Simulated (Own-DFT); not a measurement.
# Which defects push the lattice out? zincblende GaAs

The numbers are computed, not measured, by runs of the plane-wave DFT program Own-DFT (in-house, retired, unreviewed) at fixed positions, with no spin and no spin-orbit coupling.

Common settings: PBE; PseudoDojo norm-conserving scalar-relativistic files; cutoff 42 hartree; 3 x 3 x 3 k mesh centred on Gamma; Fermi-Dirac smearing of 0.1 eV.

Known weak points (not all hold for every row): not probed for a lower state with spin; forces not confirmed at this smearing and k mesh; stress not checked against mesh or cutoff.

All runs share one cell, with vectors in Å (10.862, 0.000, 0.000); (0.000, 10.862, 0.000); (0.000, 0.000, 11.796) and a volume of 1391.7 Å³, strained against the parent crystal. u is the rms random offset of the atoms per axis. The defect's site can differ from row to row.

```
cell,formula,u (Å),P (GPa)
no defect,As32Ga32,0.0288,6.69
no defect,As32Ga32,0.0316,6.70
no defect,As32Ga32,0.0476,6.94
one P on an As site,As31Ga32P,0.0312,6.36
one P on an As site,As31Ga32P,0.0329,6.41
one P on an As site,As31Ga32P,0.0488,?
one P on an As site,As31Ga32P,0.0490,6.77
one Al on a Ga site,AlAs32Ga31,0.0323,6.66
one Al on a Ga site,AlAs32Ga31,0.0487,7.00
one Al on a Ga site,AlAs32Ga31,0.0502,7.11
one As vacancy and one Ga vacancy,As31Ga31,0.0295,5.91
one As vacancy and one Ga vacancy,As31Ga31,0.0306,6.03
one As vacancy and one Ga vacancy,As31Ga31,0.0510,6.32
one In on a Ga site,As32Ga31In,0.0295,7.44
one In on a Ga site,As32Ga31In,0.0314,7.37
one In on a Ga site,As32Ga31In,0.0314,7.51
```

## Fit

P = P0 + c u² + a shift for each defect gives P0 = 6.45 GPa, c = 238 ± 24 GPa/Å² and a scatter of 0.06 GPa. The shifts, and each times the cell's volume:

- one In on a Ga site: 0.76 ± 0.05 GPa, 6.6 eV
- one Al on a Ga site: 0.00 ± 0.05 GPa, 0.0 eV (not resolved)
- one P on an As site: -0.29 ± 0.05 GPa, -2.5 eV
- one As vacancy and one Ga vacancy: -0.71 ± 0.05 GPa, -6.2 eV

Positive is outwards. The product with the volume (160.2 GPa Å³ to the eV) is nearly free of the cell's size; divided by the bulk modulus at the cell's pressure it gives the volume that the defect adds. The atoms around the defects weren't relaxed, which would change these numbers.

## The run left out

Q: what pressure belongs in the blank (one P on an As site, u = 0.0488 Å)?

Estimate: 6.73 ± 0.07 GPa. The hidden result is 6.75 GPa.
